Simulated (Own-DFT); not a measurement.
# How strain changes the stress of wurtzite AlGaN with randomly placed atoms, 128 atoms (Al48Ga16N64)

Calculated results; nothing here was measured. The program, named Own-DFT, is a retired in-house plane-wave density functional code that no person has reviewed. Each row is one single-point run on a periodic cell that was not relaxed, without spin or spin-orbit coupling.

Settings of every run: PBE; PseudoDojo norm-conserving scalar-relativistic files (stringent for Ga); cutoff 96 hartree; 3 x 3 x 3 k mesh centred on Gamma; Gaussian smearing of 0.01 eV.

Known limits: k mesh not checked against a denser one; stress not checked against mesh or cutoff.

Unstrained cell vectors in Å: (12.525, 0.000, 0.000); (-6.263, 10.847, 0.000); (0.000, 0.000, 10.066). The unstrained cell has measured lattice constants (interpolated for alloys), not those of this functional. That, the random moves and any unrelaxed bonds set the pressure at no strain. Each run strains this cell uniformly, with the atoms carried along. Every atom was also moved at random, by a Gaussian of width 0.05 Å on each axis. The random placing of the alloy's atoms differs from row to row. Strain is the symmetric tensor, in per cent. Stress is positive in tension, and the pressure is minus a third of its trace.

| run | e_xx (%) | e_yy (%) | e_zz (%) | s_xx (GPa) | s_yy (GPa) | s_zz (GPa) | P (GPa) | E (meV/atom) |
|---|---|---|---|---|---|---|---|---|
| 1 | 1.75 | 1.75 | 0.00 | 3.10 | 3.55 | -4.15 | -0.83 | 0.0 |
| 2 | -2.50 | -2.50 | 0.00 | -23.51 | -23.03 | -9.74 | 18.76 | 68.5 |
| 3 | -1.75 | -1.75 | 0.00 | -16.49 | -17.40 | -9.72 | 14.54 | 42.5 |
| 4 | 0.50 | 0.50 | 0.00 | -2.56 | -3.96 | -5.68 | 4.06 | 3.2 |
| 5 | -1.25 | -1.25 | 0.00 | -15.56 | -13.03 | -7.36 | 11.98 | 28.5 |
| 6 | 0.75 | 0.75 | 0.00 | -1.83 | -2.13 | -6.07 | 3.34 | 7.6 |
| 7 | -1.00 | -1.00 | 0.00 | -12.88 | -13.98 | -6.68 | 11.18 | 30.3 |
| 8 | 2.00 | 2.00 | 0.00 | 3.69 | 4.18 | -2.80 | -1.69 | 3.2 |
| 9 | -1.50 | -1.50 | 0.00 | ? | ? | ? | ? | ? |

E is the free energy for each atom above the lowest run shown.

## Worked fit

The change of volume is close to e_xx + e_yy + e_zz. A straight line through the runs shown gives P = 6.88 - 224 x (fractional change of volume) GPa, with an error of 6 on the slope and a scatter of 0.51 GPa. The strain isn't the same on all axes and the cell isn't cubic, so the slope belongs to this path and is not the bulk modulus.

## Withheld run

Question: what pressure should run 9 give? Its volume changes by -2.98 %.

The line gives 13.6 GPa. The calculation gave 13.42 GPa.
